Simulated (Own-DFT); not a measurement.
# Computed records: Al3GaN4 (wurtzite random alloy, atoms displaced)

All values are calculated (Own-DFT development build). A calculation, not a measurement: plane-wave density functional theory by an unreviewed code, no spin, of a simulated periodic cell, stress positive in tension, run twice, with PBE and with PBEsol, both on files made for PBE, so the change isn't that of files made for PBEsol, forces on such cells passed a denser k mesh, this cell's mesh not checked; the far tail of each file's local potential was reset to the Coulomb form; each entry is a single point on an unrelaxed cell, so the pressure reflects the starting lattice, mostly measured values (interpolated for alloys), from which strain is counted, and rises with the displacements; printed positions are rounded, which can move forces by about a meV/angstrom; the program, named Own-DFT, is a retired in-house code; no spin-orbit coupling; stress was not checked against mesh or cutoff.

Settings shared by all entries: functional PBE, then PBEsol; potential files PseudoDojo norm-conserving, scalar-relativistic, standard set; wave cutoff 42 hartree; occupations Fermi-Dirac; smearing width 0.1 eV; k mesh 4 x 4 x 3 centred on Gamma.

(1) Al3GaN4 (wurtzite random alloy, atoms displaced)

```
Al3GaN4
1.0
      9.3938     0.0000     0.0000
     -4.6969     8.1352     0.0000
      0.0000     0.0000    10.0655
Al N Ga Al N Al N Ga Al N Ga Al N Al N Al N Al N Ga N Al N Al N Al N Al Ga N Al N Ga Al N Ga Al N Al N Ga Al N
2 2 1 1 2 2 2 1 1 2 1 1 2 2 2 2 2 2 2 2 2 2 2 2 2 2 2 1 1 2 2 2 1 1 2 1 1 2 2 2 1 1 2
Direct
  0.10803 0.22502 0.00160
  0.21856 0.10673 0.25328
  0.11178 0.21944 0.18814
  0.21608 0.11195 0.44012
  0.10935 0.22055 0.50098
  0.22170 0.11089 0.74779
  0.11137 0.21666 0.69247
  0.22010 0.10841 0.94572
  0.11088 0.55449 0.99780
  0.22596 0.44862 0.24533
  0.11129 0.54719 0.18349
  0.21719 0.44091 0.44140
  0.10666 0.55511 0.50022
  0.22599 0.44493 0.74053
  0.11449 0.55351 0.68946
  0.22251 0.44191 0.93909
  0.10645 0.88668 0.99909
  0.22458 0.78104 0.24933
  0.11240 0.89403 0.18872
  0.22048 0.77098 0.43887
  0.11203 0.88917 0.50124
  0.22235 0.77178 0.74978
  0.10547 0.88764 0.69184
  0.22315 0.77279 0.94233
  0.44103 0.22267 0.00179
  0.56004 0.11218 0.24787
  0.44163 0.21913 0.18902
  0.54289 0.10574 0.44401
  0.44446 0.22156 0.50407
  0.56283 0.11379 0.74962
  0.44303 0.21997 0.68660
  0.56180 0.10929 0.94165
  0.45113 0.55937 0.99754
  0.56074 0.45127 0.24632
  0.44387 0.56020 0.19138
  0.55947 0.44757 0.43979
  0.44533 0.55561 0.50073
  0.55541 0.45379 0.74976
  0.45165 0.56265 0.68621
  0.55457 0.44451 0.93737
  0.44374 0.88579 0.99674
  0.55218 0.77595 0.24818
  0.44973 0.88627 0.18826
  0.55852 0.77842 0.43283
  0.44531 0.89221 0.50273
  0.55633 0.78103 0.75085
  0.44475 0.88265 0.69126
  0.55530 0.77865 0.93790
  0.77263 0.22594 0.99675
  0.88141 0.11002 0.25175
  0.77910 0.22489 0.19147
  0.89165 0.11070 0.44148
  0.77735 0.22263 0.49729
  0.88599 0.10786 0.74881
  0.77418 0.22298 0.69071
  0.88688 0.11335 0.93553
  0.77332 0.55384 0.99605
  0.88400 0.44310 0.24842
  0.77870 0.55298 0.19259
  0.88807 0.44504 0.43590
  0.78046 0.55834 0.50194
  0.89247 0.44444 0.75108
  0.77788 0.55613 0.69430
  0.88643 0.44781 0.94765
  0.77979 0.89129 0.99834
  0.88516 0.77999 0.25593
  0.78039 0.89204 0.19664
  0.88958 0.77667 0.43955
  0.77579 0.89307 0.50055
  0.89203 0.78064 0.74949
  0.77433 0.88903 0.69019
  0.89015 0.78076 0.94397
```

It finds PBE pressure 5.33 GPa; PBE stress xx -5.45 GPa; PBE stress yy -5.43 GPa; PBE stress zz -5.1 GPa; PBE stress yz 0.43 GPa; PBE stress xz -0.47 GPa; PBE stress xy 0.05 GPa; PBEsol pressure 2.2 GPa; PBEsol stress xx -2.35 GPa; PBEsol stress yy -2.32 GPa; PBEsol stress zz -1.92 GPa; PBEsol stress yz 0.45 GPa; PBEsol stress xz -0.46 GPa; PBEsol stress xy 0.05 GPa; rms change of force components from PBE to PBEsol 0.07 eV/Å.

Force:
```csv
force element,PBE force x (eV/Å),PBE force y (eV/Å),PBE force z (eV/Å),PBEsol force x (eV/Å),PBEsol force y (eV/Å),PBEsol force z (eV/Å)
Al,0.531,-0.589,-0.279,0.524,-0.607,-0.278
Al,-0.057,0.999,-0.684,-0.065,1.012,-0.683
N,0.048,0.757,0.365,-0.079,0.682,0.425
N,2.237,-0.999,0.013,2.062,-0.891,0.088
Ga,0.015,0.459,0.182,0.011,0.435,0.172
Al,0.537,-0.258,1.062,0.546,-0.274,1.058
N,-0.818,0.732,0.523,-0.829,0.729,0.358
N,-0.081,1.439,-1.632,-0.102,1.249,-1.563
Al,0.386,-0.379,0.287,0.375,-0.372,0.281
Al,-0.324,-1.381,0.67,-0.326,-1.4,0.676
N,-1.112,1.276,1.003,-1.117,1.274,1.002
N,1.297,1.148,-0.769,1.146,1.048,-0.657
Ga,0.611,-0.582,-0.455,0.597,-0.569,-0.44
Al,0.256,-0.556,1.328,0.273,-0.552,1.301
N,-0.753,-0.115,1.134,-0.754,-0.115,0.95
N,-0.609,0.203,-1.102,-0.468,0.289,-1.057
Ga,1.213,0.274,0.478,1.177,0.273,0.483
Al,-0.016,-0.741,-0.633,-0.016,-0.754,-0.651
N,0.146,-1.409,1.629,0.134,-1.414,1.442
N,-0.232,2.292,-0.06,-0.231,2.091,0.007
Al,-0.143,-0.117,-0.326,-0.145,-0.125,-0.308
Al,-0.477,0.807,0.351,-0.495,0.818,0.337
N,1.507,-0.049,-0.332,1.513,-0.043,-0.325
N,0.11,0.15,-1.03,-0.028,0.227,-0.973
Al,0.341,-0.584,-0.272,0.36,-0.573,-0.277
Al,-1.066,-0.446,0.2,-1.055,-0.449,0.211
N,0.388,-0.255,0.186,0.381,-0.109,0.243
N,1.675,0.788,-0.86,1.668,0.79,-0.862
Al,-0.908,0.605,-1.155,-0.918,0.617,-1.169
Al,-1.541,-0.696,0.287,-1.551,-0.709,0.282
N,0.14,0.519,1.378,0.147,0.528,1.39
N,-1.879,-0.062,-0.621,-1.883,-0.072,-0.613
Ga,-1.326,-0.512,0.541,-1.288,-0.499,0.533
Ga,-0.716,-1.24,0.801,-0.685,-1.204,0.786
N,0.133,-0.058,-0.195,0.29,-0.145,-0.306
N,-1.143,-1,0.749,-0.982,-0.908,0.636
Al,-0.12,0.211,-1.121,-0.118,0.22,-1.116
Al,0.948,-1.396,-0.39,0.946,-1.397,-0.4
N,-0.747,-0.356,0.42,-0.75,-0.339,0.422
N,-0.071,-1.264,-0.567,-0.067,-1.072,-0.434
Al,-0.041,0.363,0.597,-0.05,0.365,0.598
Al,0.817,0.546,0.125,0.842,0.559,0.112
N,-1.217,0.705,-0.149,-1.218,0.705,-0.151
N,-1.58,-0.465,1.06,-1.427,-0.372,1.121
Al,0.281,-1.421,-0.568,0.295,-1.434,-0.56
Al,0.453,-0.406,-0.092,0.457,-0.422,-0.1
N,-0.816,1.052,-0.095,-0.817,1.057,-0.084
N,0.636,1.047,-0.184,0.641,0.862,-0.117
Al,1.621,-0.193,0.811,1.631,-0.188,0.822
Ga,1.574,0.778,-0.268,1.552,0.747,-0.256
N,-1.298,0.231,-0.756,-1.121,0.136,-0.701
N,-2.027,0.86,0.357,-1.856,0.761,0.302
Al,-0.373,-0.077,0.202,-0.376,-0.082,0.203
Al,0.169,0.618,0.067,0.164,0.625,0.034
N,1.326,0.399,-0.629,1.333,0.4,-0.629
N,-0.108,0.003,0.699,-0.116,0.009,0.696
Ga,0.088,0.887,1.081,0.093,0.867,1.069
Al,1.39,0.435,-0.234,1.404,0.439,-0.239
N,0.374,1.615,-0.363,0.19,1.525,-0.455
N,-0.193,-1.338,0.004,-0.185,-1.148,0.124
Ga,-0.235,-0.369,0.1,-0.236,-0.352,0.092
Al,-0.593,0.094,0.362,-0.594,0.1,0.348
N,0.407,0.136,0.766,0.407,0.129,0.605
N,1.62,-0.862,-1.899,1.437,-0.752,-1.826
Al,-0.324,0.37,0.694,-0.327,0.368,0.716
Al,1.011,-0.21,-1.052,1.002,-0.217,-1.069
N,-0.566,-1.725,-1.722,-0.581,-1.517,-1.649
N,0.545,1.121,0.273,0.412,1.012,0.397
Ga,0.592,-1.021,-0.201,0.585,-1.002,-0.2
Al,-0.886,-0.414,0.426,-0.891,-0.419,0.416
N,0.533,-0.094,1.07,0.534,-0.097,0.891
N,-1.564,-0.28,-1.593,-1.38,-0.356,-1.477
```

(2) Al3GaN4 (wurtzite random alloy, atoms displaced)

```
Al3GaN4
1.0
      9.3938     0.0000     0.0000
     -4.6969     8.1352     0.0000
      0.0000     0.0000    10.0655
Ga Al N Al Ga N Al N Al N Al N Al N Al N Ga Al N Al N Al N Al N Al Ga N Al N Ga Al N Al Ga N Ga Al N Ga N Al N
1 1 2 1 1 2 2 2 2 2 2 2 2 2 2 2 1 1 2 2 2 2 2 2 2 1 1 2 2 2 1 1 2 1 1 2 1 1 2 2 2 2 2
Direct
  0.11334 0.21725 0.99762
  0.22039 0.10511 0.24797
  0.10458 0.21923 0.18778
  0.22101 0.11003 0.44204
  0.11332 0.22464 0.49874
  0.22155 0.11165 0.74231
  0.11358 0.22181 0.69141
  0.22241 0.10870 0.94021
  0.11612 0.55503 0.99943
  0.22601 0.44437 0.25107
  0.11625 0.56187 0.18559
  0.22479 0.44515 0.44358
  0.11791 0.56489 0.50660
  0.22033 0.44956 0.74994
  0.11572 0.55374 0.69669
  0.22216 0.44277 0.93963
  0.10823 0.89172 0.99858
  0.21539 0.77772 0.25014
  0.10814 0.88846 0.19218
  0.22303 0.78157 0.43526
  0.11152 0.88718 0.50243
  0.22472 0.77640 0.75149
  0.11398 0.89067 0.69189
  0.22282 0.78230 0.94010
  0.44094 0.22156 0.00386
  0.55901 0.11496 0.25275
  0.44893 0.22431 0.18981
  0.55000 0.11124 0.44271
  0.44243 0.22265 0.49983
  0.55159 0.10640 0.75438
  0.44521 0.22494 0.68595
  0.55265 0.11374 0.94390
  0.43827 0.55399 0.99953
  0.55860 0.44717 0.24961
  0.44426 0.55411 0.18425
  0.54755 0.44246 0.44091
  0.44223 0.55598 0.50502
  0.55945 0.45126 0.74927
  0.44283 0.55759 0.68759
  0.55302 0.44631 0.93756
  0.44469 0.88517 0.99564
  0.55216 0.77519 0.24747
  0.44928 0.88569 0.19226
  0.54672 0.77364 0.43786
  0.44355 0.88955 0.50224
  0.55670 0.77881 0.74887
  0.44923 0.88920 0.69086
  0.55522 0.78159 0.93740
  0.77664 0.21671 0.99620
  0.89335 0.11255 0.24509
  0.77856 0.22275 0.19586
  0.88457 0.11915 0.44485
  0.77563 0.21894 0.50596
  0.89134 0.11213 0.75193
  0.77441 0.21822 0.68658
  0.89090 0.11466 0.93950
  0.77467 0.55418 0.00116
  0.88954 0.45159 0.24625
  0.77251 0.55411 0.18939
  0.88170 0.44357 0.43966
  0.77801 0.55123 0.50004
  0.88736 0.44263 0.74897
  0.78282 0.55949 0.68868
  0.89040 0.44568 0.94275
  0.77658 0.88907 0.99652
  0.88882 0.77733 0.25139
  0.77975 0.89644 0.18758
  0.88271 0.77515 0.44420
  0.77728 0.88628 0.49703
  0.88704 0.78194 0.75452
  0.78195 0.89102 0.69496
  0.89346 0.77693 0.94629
```

The calculation gives: PBE pressure 5.35 GPa; PBE stress xx -5.99 GPa; PBE stress yy -4.5 GPa; PBE stress zz -5.55 GPa; PBE stress yz -0.26 GPa; PBE stress xz 0.25 GPa; PBE stress xy 1.39 GPa; PBEsol pressure 2.21 GPa; PBEsol stress xx -2.88 GPa; PBEsol stress yy -1.4 GPa; PBEsol stress zz -2.36 GPa; PBEsol stress yz -0.26 GPa; PBEsol stress xz 0.24 GPa; PBEsol stress xy 1.38 GPa; rms change of force components from PBE to PBEsol 0.071 eV/Å.

Force:
```csv
force element,PBE force x (eV/Å),PBE force y (eV/Å),PBE force z (eV/Å),PBEsol force x (eV/Å),PBEsol force y (eV/Å),PBEsol force z (eV/Å)
Ga,-0.596,0.723,0.222,-0.589,0.702,0.219
Al,-0.129,1.232,0.596,-0.128,1.246,0.588
N,1.752,0.713,1.225,1.77,0.714,1.039
N,-1.321,-0.853,-0.973,-1.156,-0.759,-0.909
Al,-0.595,-0.429,0.289,-0.586,-0.426,0.297
Ga,0.854,0.357,1.14,0.826,0.355,1.113
N,-1.802,1.237,-0.611,-1.618,1.137,-0.549
N,0.907,-0.302,0.143,0.742,-0.199,0.042
Al,-0.98,0.319,-0.183,-0.987,0.312,-0.194
Al,-0.715,0.048,-0.095,-0.722,0.042,-0.099
N,0.674,-0.339,0.553,0.542,-0.42,0.606
N,-0.814,0.274,-0.432,-0.812,0.277,-0.423
Al,-0.453,-1.273,-1.167,-0.46,-1.273,-1.167
Al,1.953,-1.523,0.389,1.973,-1.533,0.392
N,-1.742,0.894,-1.062,-1.754,0.894,-1.048
N,-0.173,0.837,-0.544,-0.174,0.653,-0.49
Al,1.196,-0.357,0.472,1.181,-0.353,0.482
Al,1.672,0.298,-0.697,1.656,0.296,-0.696
N,0.977,0.383,-0.951,0.803,0.282,-0.897
N,-0.161,-0.429,1.367,-0.15,-0.416,1.356
Al,-0.627,0.269,-0.222,-0.621,0.265,-0.229
Al,-0.426,0.596,0.284,-0.415,0.596,0.273
N,-0.035,-1.925,-0.484,-0.042,-1.729,-0.415
N,0.286,-0.556,-0.029,0.275,-0.554,-0.018
Al,0.345,0.441,-0.65,0.334,0.458,-0.657
Al,0.236,-0.855,-0.116,0.226,-0.844,-0.114
N,-0.799,-0.275,0.362,-0.795,-0.272,0.374
N,0.759,-1.144,-0.829,0.73,-0.963,-0.705
Ga,0.055,0.086,-0.225,0.061,0.086,-0.204
Al,-0.26,1.076,-0.533,-0.261,1.069,-0.542
N,1.184,0.473,1.948,1.032,0.385,1.8
N,0.574,-0.575,-0.569,0.564,-0.576,-0.553
Al,0.885,0.353,-0.496,0.896,0.358,-0.509
Al,-0.9,-0.568,0.438,-0.895,-0.571,0.447
N,0.094,-0.004,0.781,0.098,-0.002,0.78
N,-0.03,1.226,-0.911,0.104,1.107,-0.792
Al,0.379,0.051,-1.115,0.384,0.061,-1.111
Al,-0.105,-0.818,-0.257,-0.112,-0.807,-0.274
N,0.192,-0.954,0.709,0.185,-0.779,0.781
N,0.139,-0.066,0.353,0.136,-0.073,0.36
Al,-0.857,0.935,1.384,-0.857,0.947,1.376
Al,0.593,0.191,0.339,0.622,0.169,0.338
N,-1.724,0.73,-0.736,-1.728,0.734,-0.734
N,0.95,0.445,0.465,0.943,0.443,0.458
Al,0.131,0.313,-0.816,0.131,0.308,-0.804
Ga,0.537,-0.199,-0.069,0.525,-0.187,-0.061
N,-1.883,0.335,-0.42,-1.707,0.231,-0.351
N,-0.32,-1.333,0.797,-0.15,-1.252,0.67
Al,-0.664,1.137,1.282,-0.664,1.14,1.294
Al,-1.594,0.206,1.376,-1.591,0.212,1.377
N,0.141,-0.515,-1.501,0.142,-0.343,-1.448
N,3.222,-2.143,-1.49,3.015,-2.026,-1.415
Ga,-1.466,0.838,-1.646,-1.439,0.821,-1.607
Al,-0.12,0.211,-0.679,-0.116,0.204,-0.683
N,0.09,0.376,3.407,0.087,0.368,3.174
N,-0.567,-0.171,-0.849,-0.398,-0.26,-0.726
Al,0.251,-0.209,-0.357,0.247,-0.205,-0.354
Ga,0.972,-1.035,0.435,0.935,-1.02,0.436
N,-0.492,0.36,-0.713,-0.312,0.446,-0.59
N,2.673,0.526,0.337,2.501,0.467,0.3
Ga,-1.567,0.284,0.072,-1.527,0.271,0.069
Al,-0.095,-0.031,0.569,-0.087,-0.034,0.549
N,-0.287,-0.02,1.73,-0.281,-0.016,1.534
N,-0.036,-0.361,-0.502,-0.032,-0.358,-0.494
Ga,0.284,0.011,0.532,0.29,0.013,0.529
Ga,-1.014,0.162,0.035,-0.978,0.148,0.025
N,-0.425,-0.944,0.95,-0.303,-1.03,0.821
N,0.966,1.143,-0.052,0.987,0.955,-0.162
Al,-1.103,0.795,0.502,-1.134,0.791,0.512
Al,1.263,-0.575,-0.241,1.256,-0.57,-0.229
N,0.258,0.412,-1.067,0.096,0.331,-1.024
N,-0.569,-0.516,-1.192,-0.717,-0.444,-1.134
```
